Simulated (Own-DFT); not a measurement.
# What random displacements cost in hexagonal WC, 64 atoms (C32W32)

Calculated results; nothing here was measured. The program, named Own-DFT, is a retired in-house plane-wave density functional code that no person has reviewed. Each row is one single-point run on a periodic cell that was not relaxed, without spin or spin-orbit coupling.

Settings of every run: PBE; PseudoDojo norm-conserving scalar-relativistic files; cutoff 50 hartree; 4 x 4 x 4 k mesh centred on Gamma; cold (Marzari-Vanderbilt) smearing of 0.2 eV.

Known limits, some of them of some rows only: some atoms lie very close together; forces on such cells moved up to 12 meV/angstrom on a denser k mesh; stress not checked against mesh or cutoff.

Cell vectors in Å: (5.833, -5.052, -2.839); (0.000, -5.052, 8.518); (-5.833, -5.052, -2.839). In each run every atom was moved at random and independently from its ideal site; u is the rms move along one axis. E is the free energy for each atom above the fitted value at u = 0, and F the rms of the force components.

```
run,u (Å),E (meV/atom),F (eV/Å),largest force (eV/Å),P (GPa)
1,0.0200,15.0,0.556,2.06,3.32
2,0.0203,14.9,0.551,2.04,3.31
3,0.0210,16.3,0.567,2.23,3.36
4,0.0501,88.1,1.355,5.07,6.27
5,0.0516,102.4,1.473,5.54,6.92
6,0.0563,?,?,?,?
7,0.1011,393.0,2.945,12.57,18.37
8,0.1034,378.6,2.923,13.81,16.86
9,0.1551,927.4,5.190,28.69,38.98
```

## Worked fit

For small independent moves the energy grows as E = (3/2) K u², with K the mean stiffness felt by one atom. The runs with u up to 0.11 Å give K = 24.6 ± 0.5 eV/Å², with residuals divided by u² + 0.0006 Å², since the noise grows with the moves. The scatter is 3.9 meV/atom at u = 0.05 Å. The forces follow F = G u with G = 27.9 eV/Å²; no force at u = 0 is resolved. G exceeds K because the moves of its neighbours add to the force on an atom, and stiffness differs between atoms. At u = 0.155 Å the parabola gives 886 meV/atom and the run 927. The pressure follows P = 2.82 + 1414 u² GPa: at fixed volume, shortened bonds push harder than stretched ones pull.

## Withheld run

Question: what energy and rms force should run 6 give?

The fit gives 117 ± 5 meV/atom and about 1.57 eV/Å. The calculation gave 129.3 meV/atom and 1.736 eV/Å.
